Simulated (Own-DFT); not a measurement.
# Point defects and the pressure they add: zincblende GaAs

Calculated, not measured: single-point runs of Own-DFT, a retired in-house plane-wave DFT program that no person has reviewed, on unrelaxed cells, without spin or spin-orbit coupling.

Method: PBE; PseudoDojo norm-conserving scalar-relativistic files; cutoff 42 hartree; 3 x 3 x 3 k mesh centred on Gamma; Fermi-Dirac smearing of 0.1 eV.

Caveats (not all hold for every row): not probed for a lower state with spin; forces not confirmed at this smearing and k mesh; stress not checked against mesh or cutoff.

All runs share one cell, with vectors in Å (11.737, 0.000, 0.000); (0.000, 11.737, 0.000); (0.000, 0.000, 10.919) and a volume of 1504.3 Å³, strained against the parent crystal. The atoms are randomly displaced, by u rms on each axis. The defect's site can differ from row to row.

```
cell,formula,u (Å),P (GPa)
no defect,As32Ga32,0.0307,0.79
no defect,As32Ga32,0.0309,0.75
no defect,As32Ga32,0.0507,1.02
one In on a Ga site,As32Ga31In,0.0279,1.31
one In on a Ga site,As32Ga31In,0.0335,?
one In on a Ga site,As32Ga31In,0.0474,1.67
one In on a Ga site,As32Ga31In,0.0548,1.78
one P on an As site,As31Ga32P,0.0294,0.52
one P on an As site,As31Ga32P,0.0306,0.51
one P on an As site,As31Ga32P,0.0540,0.90
one Al on a Ga site,AlAs32Ga31,0.0278,0.71
one Al on a Ga site,AlAs32Ga31,0.0483,1.03
one Al on a Ga site,AlAs32Ga31,0.0498,1.00
one As vacancy and one Ga vacancy,As31Ga31,0.0299,0.54
one As vacancy and one Ga vacancy,As31Ga31,0.0471,0.63
one As vacancy and one Ga vacancy,As31Ga31,0.0536,0.83
```

## Analysis

P = P0 + c u² + a shift for each defect gives P0 = 0.59 GPa, c = 180 ± 14 GPa/Å² and a scatter of 0.05 GPa. The shifts, and each times the cell's volume:

- one In on a Ga site: 0.64 ± 0.04 GPa, 6.0 eV
- one Al on a Ga site: -0.01 ± 0.04 GPa, -0.1 eV (not resolved)
- one P on an As site: -0.23 ± 0.04 GPa, -2.2 eV
- one As vacancy and one Ga vacancy: -0.28 ± 0.04 GPa, -2.6 eV

A positive shift means that the defect pushes the cell outwards. Shift times volume (160.2 GPa Å³ is 1 eV) depends little on the cell's size, so, taken for each site, it can be compared between cells at like pressure. The atoms around the defects weren't relaxed, which would change these numbers.

## Check

Asked: what pressure belongs in the blank (one In on a Ga site, u = 0.0335 Å)?

The fitted form gives 1.43 ± 0.06 GPa. Computed: 1.37 GPa.
